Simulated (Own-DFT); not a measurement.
# Which defects push the lattice out? zincblende GaAs

The numbers are computed, not measured, by runs of the plane-wave DFT program Own-DFT (in-house, retired, unreviewed) at fixed positions, with no spin and no spin-orbit coupling.

Method: PBE; PseudoDojo norm-conserving scalar-relativistic files; cutoff 42 hartree; 3 x 3 x 3 k mesh centred on Gamma; Fermi-Dirac smearing of 0.1 eV.

Known weak points (not all hold for every row): not probed for a lower state with spin; forces on such cells failed a check on a denser k mesh; forces not confirmed at this smearing and k mesh; forces on such cells passed a denser k mesh, each cell not checked; stress not checked against mesh or cutoff.

All runs share one cell, with vectors in Å (11.307, 0.000, 0.000); (0.000, 11.307, 0.000); (0.000, 0.000, 11.307) and a volume of 1445.4 Å³. Atoms were moved at random from their sites; u is the rms move along one axis. The defect's site can differ from row to row.

```
                                        cell     formula   u (Å)  P (GPa)
                                   no defect    As32Ga32  0.0194     3.50
                                   no defect    As32Ga32  0.0212     3.52
                                   no defect    As32Ga32  0.0526     3.93
                         one In on a Ga site  As32Ga31In  0.0307     4.29
                         one In on a Ga site  As32Ga31In  0.0499     4.59
                         one In on a Ga site  As32Ga31In  0.0519     4.65
one As on a Ga site and one Ga on an As site    As32Ga32  0.0301     3.93
one As on a Ga site and one Ga on an As site    As32Ga32  0.0499     4.24
one As on a Ga site and one Ga on an As site    As32Ga32  0.0533     4.33
                            two Ga vacancies    As32Ga30  0.0286     2.84
                            two Ga vacancies    As32Ga30  0.0298     2.97
                            two Ga vacancies    As32Ga30  0.0324     2.97
                    two As on a Ga site each    As34Ga30  0.0295     4.78
                    two As on a Ga site each    As34Ga30  0.0317        ?
                    two As on a Ga site each    As34Ga30  0.0319     4.82
                    two As on a Ga site each    As34Ga30  0.0320     4.84
```

## Worked fit

P = P0 + c u² + a shift for each defect gives P0 = 3.42 GPa, c = 191 ± 11 GPa/Å² and a scatter of 0.03 GPa. The shifts, and each times the cell's volume:

- two As on a Ga site each: 1.21 ± 0.03 GPa, 10.9 eV (5.4 eV for each of its 2 sites)
- one In on a Ga site: 0.70 ± 0.03 GPa, 6.3 eV
- one As on a Ga site and one Ga on an As site: 0.35 ± 0.03 GPa, 3.1 eV
- two Ga vacancies: -0.67 ± 0.03 GPa, -6.1 eV (-3.0 eV for each of its 2 sites)

Against the defect-free cell, a freed cell would be larger where the shift is positive and smaller where it is negative (160.2 GPa Å³ is 1 eV). The atoms around the defects weren't relaxed, which would change these numbers.

## Withheld run

Question: what pressure belongs in the blank (two As on a Ga site each, u = 0.0317 Å)?

The fit gives 4.82 ± 0.04 GPa. The run itself gave 4.82 GPa.
